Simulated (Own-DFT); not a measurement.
# Computed records: Hf36O71 (tetragonal hafnia with one neutral oxygen vacancy, atoms displaced)

All values are calculated (Own-DFT development build). A calculation, not a measurement: plane-wave PBE and HSE06 DFT by an unreviewed code, no spin, of a simulated cell at Gamma alone, so results move with cell size and shape, stress positive in tension, energies less offsets, not probed for a lower state with spin; hafnium file: forces about 75 meV/angstrom off all-electron values; oxygen file: force components 24 meV/angstrom off all-electron in a glass; k mesh not checked against a denser one; forces and stress are PBE's, HSE06 gives the energy alone, and its difference from PBE has offsets of its own; offsets are fitted by least squares, one for each functional and potential file, so energies compare only between cells with the same atoms and settings and are not formation energies; the far tail of each file's local potential was reset to the Coulomb form; each entry is a single point on an unrelaxed cell, so the pressure reflects the starting lattice, taken from the Materials Project, from which strain is counted, and rises with the displacements; printed positions are rounded, which can move forces by about a meV/angstrom; the program is a retired in-house code; no spin-orbit coupling.

Common to all runs: first functional PBE; second functional HSE06; exact exchange share 0.25; screening 0.11 1/bohr; exchange divergence Gygi-Baldereschi; potential files PseudoDojo norm-conserving, scalar-relativistic, made for PBE, standard set; wave cutoff 48 hartree; occupations fixed; k mesh 1 x 1 x 1 centred on Gamma.

(1) Hf36O71 (tetragonal hafnia with one neutral oxygen vacancy, atoms displaced)

```
Hf36O71
1.0
     10.7800     0.0000     0.0000
      0.0000    10.7800     0.0000
      0.0000     0.0000    10.4493
Hf O Hf O Hf O Hf O Hf O Hf O Hf O Hf O Hf O Hf O Hf O Hf O Hf O Hf O Hf O Hf O Hf O Hf O
2 4 2 4 2 4 2 4 2 4 2 3 2 4 2 4 2 4 2 4 2 4 2 4 2 4 2 4 2 4 2 4 2 4 2 4
Direct
  0.99642 0.99928 0.00196
  0.16298 0.17551 0.25752
  0.00064 0.17157 0.14838
  0.16391 0.99778 0.34378
  0.99806 0.16783 0.40999
  0.16677 0.99832 0.09490
  0.01134 0.99397 0.50022
  0.16641 0.16284 0.75353
  0.99726 0.16921 0.65164
  0.16707 0.99140 0.83890
  0.00141 0.16258 0.90530
  0.17158 0.00035 0.60155
  0.00325 0.32645 0.00775
  0.17222 0.50451 0.26003
  0.99876 0.49994 0.15346
  0.16803 0.33184 0.35425
  0.00248 0.49584 0.40095
  0.16853 0.34038 0.09444
  0.00545 0.33819 0.48979
  0.16039 0.49939 0.74741
  0.99951 0.49329 0.64648
  0.16300 0.33988 0.84331
  0.99743 0.50510 0.89604
  0.16320 0.32940 0.59193
  0.99391 0.66105 0.00214
  0.15999 0.83239 0.25669
  0.99878 0.82403 0.15535
  0.17045 0.66667 0.35161
  0.00743 0.82672 0.39919
  0.16496 0.66497 0.09918
  0.00090 0.66723 0.49371
  0.16748 0.83506 0.74974
  0.99990 0.82965 0.65160
  0.99687 0.82805 0.89923
  0.16339 0.66409 0.60752
  0.33512 0.99617 0.99835
  0.49696 0.17253 0.25230
  0.33644 0.16308 0.14656
  0.49773 0.00624 0.35446
  0.33260 0.17465 0.39156
  0.49766 0.00444 0.09348
  0.33929 0.00587 0.49232
  0.49901 0.17028 0.73916
  0.33455 0.17288 0.65003
  0.49455 0.99970 0.84557
  0.34529 0.16915 0.89621
  0.50839 0.00311 0.59728
  0.33987 0.33929 0.99497
  0.50228 0.50061 0.24137
  0.33391 0.50137 0.15916
  0.49817 0.33455 0.35317
  0.33032 0.50134 0.39778
  0.50275 0.33365 0.10082
  0.33212 0.33006 0.49954
  0.50137 0.49781 0.75437
  0.33899 0.49616 0.65406
  0.50459 0.33840 0.84946
  0.33442 0.48975 0.89755
  0.50332 0.33310 0.60141
  0.33472 0.66865 0.99646
  0.49827 0.83050 0.23977
  0.33198 0.82638 0.14934
  0.50753 0.67082 0.35183
  0.33440 0.83696 0.40494
  0.49878 0.67217 0.10160
  0.33345 0.67217 0.50438
  0.49612 0.83306 0.74856
  0.32935 0.83793 0.64663
  0.49991 0.66798 0.84142
  0.33190 0.83601 0.89365
  0.49527 0.66294 0.59955
  0.66819 0.00093 0.99463
  0.83396 0.16378 0.24985
  0.67124 0.17504 0.14761
  0.83288 0.00021 0.34692
  0.66849 0.16366 0.41283
  0.83337 0.99646 0.10415
  0.66724 0.00155 0.50424
  0.82999 0.16317 0.74957
  0.66209 0.17105 0.65575
  0.83352 0.99952 0.85509
  0.67258 0.16661 0.89906
  0.82755 0.00944 0.59624
  0.66600 0.32930 0.99820
  0.83865 0.50107 0.25714
  0.66617 0.50382 0.15118
  0.83127 0.33579 0.34352
  0.66519 0.49747 0.39835
  0.82561 0.34083 0.09723
  0.66224 0.33696 0.50302
  0.82967 0.49227 0.75030
  0.66589 0.49668 0.64610
  0.82670 0.32893 0.84383
  0.67353 0.50100 0.91002
  0.83880 0.33615 0.60774
  0.67334 0.66238 0.99889
  0.82623 0.83477 0.25850
  0.66432 0.83528 0.16054
  0.84215 0.67006 0.34168
  0.66827 0.82339 0.40965
  0.83197 0.67166 0.09514
  0.66723 0.66596 0.49595
  0.83874 0.83561 0.75207
  0.66887 0.82789 0.64759
  0.84154 0.66753 0.84164
  0.66989 0.83401 0.90358
  0.83131 0.67249 0.60369
```

The calculation gives: PBE energy of cell above offsets -97.645 eV; HSE06 less PBE above offsets 0.009 eV; PBE pressure 1.75 GPa; PBE stress xx -0.13 GPa; PBE stress yy -3.41 GPa; PBE stress zz -1.71 GPa; PBE stress yz 0.22 GPa; PBE stress xz -0.73 GPa; PBE stress xy 0.06 GPa.

Force:
```
element  x (eV/Å)  y (eV/Å)  z (eV/Å)
     Hf     0.442    -1.366     0.019
     Hf     1.218    -1.569     -1.96
      O    -0.139     0.143     0.814
      O    -0.157     1.445     1.007
      O     0.479     -1.07    -1.543
      O    -0.478    -0.085    -0.246
     Hf    -1.298     1.241     0.928
     Hf    -0.749     0.997    -0.749
      O     1.039    -0.968     1.002
      O    -0.125     2.412     1.423
      O     0.388     0.329    -0.185
      O    -0.287     0.442    -1.162
     Hf    -0.802     1.518    -1.042
     Hf     0.046     -0.17    -1.829
      O     0.326    -0.046     0.292
      O     -0.33     0.852    -0.591
      O    -0.022     2.071    -1.134
      O     0.344    -0.585     0.682
     Hf    -1.692    -1.422     3.529
     Hf     0.356     1.079    -0.177
      O     -0.09     0.537     0.123
      O    -0.139    -2.085     0.459
      O     0.443    -1.299      0.49
      O     1.078     0.048     0.255
     Hf     1.043     0.606    -0.417
     Hf     0.507    -0.482    -2.381
      O    -0.237     0.769     0.403
      O    -0.376     0.296     0.567
      O    -0.056     1.508     0.388
      O      0.68    -0.315    -0.731
     Hf    -0.765    -0.897      2.66
     Hf    -0.014    -2.473    -0.189
      O     0.349     1.083    -0.877
      O     0.609     0.849     0.555
      O     0.345     0.056    -0.961
     Hf    -0.117     1.432     0.032
     Hf     0.336    -0.551     -0.83
      O    -1.038     0.456     1.035
      O    -0.119    -0.607    -1.049
      O     -0.34    -1.306     0.502
      O     0.938    -0.634     0.354
     Hf     0.616     -0.76      0.64
     Hf    -0.371    -0.344     2.082
      O    -0.648    -0.347    -0.964
      O     0.602    -0.073    -0.317
      O     -1.19    -0.006     0.361
      O    -2.266      0.09     0.498
     Hf    -0.549     -2.31     0.887
     Hf     0.496     0.493     1.792
      O      0.03    -0.062    -1.274
      O     0.225     0.114    -0.356
      O    -0.229    -0.042     1.023
      O    -0.586     0.363     0.026
     Hf     0.364     1.903       0.9
     Hf    -0.403     0.891    -1.606
      O    -1.103    -0.207    -0.139
      O     0.345    -1.115     0.329
      O     0.173     2.825     0.377
      O    -1.117    -0.311    -0.207
     Hf    -1.317    -0.014     0.116
     Hf     -0.54     0.076     1.723
      O    -0.373     0.473    -0.161
      O    -0.813    -0.543    -0.946
      O     -0.24     0.035    -0.423
      O      0.63    -0.422    -0.867
     Hf     0.268    -0.878     0.167
     Hf     0.912     0.165    -0.748
      O     0.867    -0.196     0.094
      O    -0.116     -0.36      1.28
      O    -0.024      -1.2      0.65
      O     0.645      0.48    -0.429
     Hf    -0.284    -0.008     0.433
     Hf    -0.875     0.677     0.123
      O    -0.637    -0.754     0.945
      O     0.319      -0.2     0.506
      O     0.126     1.177    -1.191
      O     0.018      0.38    -0.372
     Hf     0.381    -1.208    -0.708
     Hf     0.471     0.729    -0.824
      O      1.21    -0.076    -0.424
      O     0.197     0.103    -0.264
      O     -0.54    -0.697     0.235
      O     1.837    -0.583     0.522
     Hf     0.628    -0.046     0.218
     Hf    -1.229    -0.721    -1.913
      O     0.398     0.468     0.179
      O     0.476    -0.894     0.513
      O     0.447     0.409     0.041
      O     1.898    -0.252    -0.252
     Hf      1.62    -0.145      0.15
     Hf     1.069     0.498    -0.819
      O    -0.181     0.058     0.868
      O     0.331     0.133     1.004
      O    -0.191    -0.162    -1.345
      O    -1.015    -0.202    -1.845
     Hf    -0.594     0.903     0.241
     Hf      0.41     0.469    -1.704
      O     0.445     0.258    -0.723
      O     0.038    -1.037     1.404
      O     0.727       2.8    -1.416
      O    -0.495    -0.229     0.457
     Hf     -0.77    -0.892     2.058
     Hf    -1.138    -1.354    -0.426
      O    -0.732     0.571     1.304
      O    -0.998    -0.276     0.741
      O     -0.24    -0.185     0.188
      O     0.995    -0.666    -1.876
```

(2) Hf36O71 (tetragonal hafnia with one neutral oxygen vacancy, atoms displaced)

```
Hf36O71
1.0
     10.7800     0.0000     0.0000
      0.0000    10.7800     0.0000
      0.0000     0.0000    10.4493
Hf O Hf O Hf O Hf O Hf O Hf O Hf O Hf O Hf O Hf O Hf O Hf O Hf O Hf O Hf O Hf O Hf O Hf O
2 4 2 4 2 4 2 4 2 4 2 4 2 4 2 4 2 4 2 4 2 4 2 4 2 4 2 4 2 4 2 4 2 4 2 3
Direct
  0.99688 0.99606 0.99771
  0.16445 0.17082 0.23973
  0.99886 0.16219 0.15103
  0.16638 0.00045 0.34144
  0.99860 0.16962 0.40536
  0.16742 0.99855 0.10245
  0.99858 0.99542 0.49854
  0.16765 0.16764 0.75143
  0.99571 0.16492 0.65359
  0.16340 0.00096 0.84634
  0.00392 0.16492 0.90566
  0.17013 0.99625 0.59348
  0.99600 0.32566 0.00608
  0.16841 0.49786 0.24703
  0.00281 0.50439 0.14226
  0.16505 0.33739 0.34451
  0.00322 0.49886 0.41224
  0.16649 0.33037 0.09825
  0.00626 0.33368 0.50385
  0.16780 0.49914 0.74936
  0.00687 0.50020 0.65906
  0.16413 0.33649 0.84741
  0.00250 0.50301 0.89812
  0.16357 0.32590 0.60173
  0.99579 0.66954 0.00579
  0.16542 0.83308 0.25285
  0.98869 0.83783 0.15348
  0.17417 0.66046 0.34552
  0.99290 0.82744 0.39928
  0.16269 0.66819 0.10164
  0.99912 0.66158 0.49822
  0.16635 0.83982 0.75031
  0.00128 0.83388 0.64969
  0.16162 0.66451 0.84161
  0.99408 0.83073 0.90225
  0.16850 0.67535 0.60085
  0.33659 0.99862 0.00189
  0.50538 0.17102 0.24167
  0.33212 0.16584 0.15346
  0.50521 0.99827 0.34360
  0.33530 0.15987 0.40944
  0.50238 0.99665 0.08663
  0.33838 0.99575 0.49294
  0.49531 0.16621 0.75526
  0.33996 0.16066 0.64489
  0.50047 0.99690 0.85174
  0.33299 0.16616 0.90463
  0.49454 0.00154 0.59792
  0.33220 0.32573 0.99753
  0.50036 0.50117 0.24656
  0.33361 0.49655 0.15416
  0.50579 0.33383 0.34333
  0.33515 0.49725 0.39762
  0.50187 0.33583 0.09832
  0.33526 0.33359 0.48654
  0.50091 0.49320 0.74904
  0.33401 0.50284 0.65374
  0.49716 0.33156 0.85322
  0.32964 0.50066 0.89550
  0.50448 0.33712 0.60293
  0.34075 0.66802 0.99227
  0.50483 0.82761 0.25050
  0.34157 0.82949 0.14581
  0.49694 0.66161 0.34033
  0.33339 0.83502 0.39276
  0.49275 0.66550 0.09174
  0.33712 0.66756 0.50630
  0.49976 0.83484 0.75358
  0.32980 0.82614 0.65363
  0.50295 0.67298 0.84698
  0.32601 0.83900 0.90775
  0.49495 0.66282 0.60356
  0.66327 0.99102 0.99772
  0.83558 0.16082 0.24373
  0.66351 0.16194 0.14822
  0.83005 0.00842 0.35156
  0.66411 0.17325 0.41016
  0.84039 0.99987 0.09626
  0.66831 0.99319 0.50271
  0.83516 0.17618 0.75362
  0.66827 0.16933 0.65324
  0.83749 0.00782 0.84796
  0.66995 0.17367 0.89590
  0.83441 0.99943 0.59258
  0.66209 0.33747 0.98956
  0.82763 0.49398 0.25824
  0.65718 0.49896 0.15648
  0.83886 0.33854 0.34986
  0.67006 0.49946 0.40798
  0.82931 0.33383 0.10270
  0.66795 0.33399 0.50224
  0.82692 0.50011 0.74754
  0.67057 0.49308 0.65561
  0.83863 0.33315 0.84345
  0.66933 0.49518 0.90692
  0.83499 0.33335 0.59256
  0.67006 0.65974 0.99876
  0.83525 0.83276 0.23991
  0.66356 0.82732 0.15020
  0.83440 0.67429 0.33799
  0.66982 0.83159 0.40111
  0.81636 0.66169 0.09538
  0.66437 0.66613 0.50220
  0.83367 0.83984 0.73996
  0.66193 0.83903 0.65027
  0.82934 0.65767 0.84185
  0.67092 0.82919 0.89819
```

It finds PBE energy of cell above offsets -96.978 eV; HSE06 less PBE above offsets 0.036 eV; PBE pressure 2.61 GPa; PBE stress xx -2.17 GPa; PBE stress yy -2.49 GPa; PBE stress zz -3.16 GPa; PBE stress yz -0.6 GPa; PBE stress xz -0.35 GPa; PBE stress xy 0.02 GPa.

Force:
```
element  x (eV/Å)  y (eV/Å)  z (eV/Å)
     Hf     1.232     0.142    -0.592
     Hf     0.138     -1.01     1.788
      O     0.044     0.564    -0.371
      O    -0.493     0.137      0.25
      O     0.325    -0.618    -0.491
      O    -0.231    -0.156    -0.938
     Hf     0.884      0.82     -0.35
     Hf    -0.315     0.406    -1.265
      O     1.185    -0.218      0.34
      O     0.051     0.475     0.308
      O     0.048     0.264    -0.017
      O    -0.503     0.008     0.067
     Hf     0.192      2.53    -1.246
     Hf    -0.093     1.432    -0.728
      O    -1.123    -0.464     1.757
      O     0.414    -1.224     0.536
      O    -0.337     0.395     -1.24
      O    -0.197    -0.519     -0.13
     Hf    -1.217    -0.821    -0.004
     Hf    -0.199     0.876      1.05
      O    -2.038     0.431     -1.39
      O     0.534    -1.492     0.435
      O    -0.433    -0.584     1.508
      O      1.86     0.095    -0.493
     Hf     1.093    -2.428    -1.225
     Hf      1.16    -0.631    -0.726
      O     2.842    -0.669     -1.26
      O    -0.529     0.907     0.399
      O     0.766      0.73     0.014
      O     0.444     0.719    -0.783
     Hf     0.576      0.73     1.022
     Hf     0.015    -1.865    -0.386
      O    -0.912    -0.015     0.034
      O     0.396     1.386       0.6
      O    -0.164     0.383    -0.143
      O    -0.437    -0.628    -1.431
     Hf    -1.197     -0.57      0.82
     Hf    -0.223    -0.543     1.674
      O     0.796     0.222    -0.463
      O     0.084     0.169    -0.405
      O    -0.098     1.703    -1.605
      O    -0.178     0.362     1.188
     Hf    -0.723     0.403     0.743
     Hf      1.17    -0.383    -1.886
      O    -0.994     0.738     1.877
      O     0.209     0.561    -0.266
      O     0.059    -0.597    -0.864
      O     1.362    -0.733     0.189
     Hf      -0.1     2.386     0.603
     Hf    -1.797    -0.801     0.197
      O    -0.241    -0.152    -0.774
      O    -0.715    -0.087     0.459
      O     0.137     0.301     0.785
      O    -0.572    -0.747     -0.62
     Hf     0.064      -0.7     1.755
     Hf    -1.421     0.707    -0.403
      O     0.401    -0.353    -0.825
      O    -0.046      0.32    -0.119
      O     0.916    -0.567     0.883
      O    -1.197     0.314    -0.276
     Hf    -2.428    -0.142     0.447
     Hf    -1.463     0.714    -0.176
      O    -0.936     0.563     0.812
      O     0.434     0.964      1.34
      O     0.067    -0.998      0.66
      O     2.131    -0.462     0.473
     Hf    -2.114    -0.172    -0.835
     Hf    -0.699      0.01    -0.892
      O     1.434     0.395     0.099
      O    -0.418     -1.33      0.04
      O      0.26    -0.726    -1.314
      O     2.137     0.109    -0.576
     Hf     1.243     1.224    -0.587
     Hf    -0.957      1.26     1.393
      O     1.096     -0.33     0.013
      O     0.039    -1.497    -0.789
      O     0.009    -1.275    -0.974
      O    -2.325     0.196     0.398
     Hf    -0.842     1.882    -0.741
     Hf    -0.851    -1.424    -1.402
      O    -0.504    -0.312     0.576
      O    -0.257    -1.118    -0.319
      O    -0.453    -1.163     0.812
      O    -0.237    -0.883     0.861
     Hf     0.455    -2.429     2.407
     Hf     0.458     0.946    -1.385
      O     2.157     0.144    -0.612
      O    -0.246    -1.418    -0.421
      O     0.148     1.125     -0.38
      O    -0.112    -0.019    -0.616
     Hf     0.268    -1.123     0.323
     Hf     3.533    -0.385     0.239
      O    -1.581     1.057    -0.438
      O    -0.086     1.105     1.333
      O    -0.409     1.092    -1.647
      O     0.318     0.153     0.689
     Hf    -2.428     1.149    -0.899
     Hf    -2.104     0.714     2.408
      O     0.529     0.814    -0.715
      O    -0.083    -2.109     0.945
      O    -0.496    -0.679     0.419
      O      3.54     0.416     0.813
     Hf     0.514     0.248    -0.342
     Hf     0.325    -0.289     1.316
      O     0.483    -0.529    -0.184
      O    -0.403     2.038    -0.314
      O     0.185     0.448     0.172
```
